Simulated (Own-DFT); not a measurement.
# What a defect does to the pressure of its cell: L1_0 TiAl

Calculated, not measured: single-point runs of Own-DFT, a retired in-house plane-wave DFT program that no person has reviewed, on unrelaxed cells, without spin or spin-orbit coupling.

Method: PBE; PseudoDojo norm-conserving scalar-relativistic files; cutoff 42 hartree; 4 x 4 x 4 k mesh centred on Gamma; cold (Marzari-Vanderbilt) smearing of 0.2 eV.

Limits: forces on such cells failed a check on a denser k mesh; stress not checked against mesh or cutoff.

All runs share one cell, with vectors in Å (5.622, 5.622, 0.000); (-5.622, 5.622, 0.000); (0.000, 0.000, 8.133) and a volume of 514.0 Å³. The atoms are randomly displaced, by u rms on each axis. The defect's site can differ from row to row.

```
            cell   formula   u (Å)  P (GPa)
       no defect  Al16Ti16  0.0207     1.18
       no defect  Al16Ti16  0.0211     1.19
       no defect  Al16Ti16  0.0500     1.74
two Al vacancies  Al14Ti16  0.0321    -0.76
two Al vacancies  Al14Ti16  0.0325    -0.54
two Al vacancies  Al14Ti16  0.0519    -0.01
  one Ti vacancy  Al16Ti15  0.0291     0.49
  one Ti vacancy  Al16Ti15  0.0292     0.67
  one Ti vacancy  Al16Ti15  0.0310        ?
  one Ti vacancy  Al16Ti15  0.0314     0.62
```

## What the rows give

P = P0 + c u² + a shift for each defect gives P0 = 1.01 GPa, c = 316 ± 49 GPa/Å² and a scatter of 0.11 GPa. The shifts, and each times the cell's volume:

- one Ti vacancy: -0.70 ± 0.09 GPa, -2.3 eV
- two Al vacancies: -1.95 ± 0.09 GPa, -6.3 eV (-3.1 eV for each of its 2 sites)

A positive shift means that the defect pushes the cell outwards. Shift times volume (160.2 GPa Å³ is 1 eV) depends little on the cell's size, so, taken for each site, it can be compared between cells at like pressure. The atoms around the defects weren't relaxed, which would change these numbers.

## Prediction

Q: what pressure belongs in the blank (one Ti vacancy, u = 0.0310 Å)?

The fitted form gives 0.62 ± 0.12 GPa. The hidden result is 0.49 GPa.
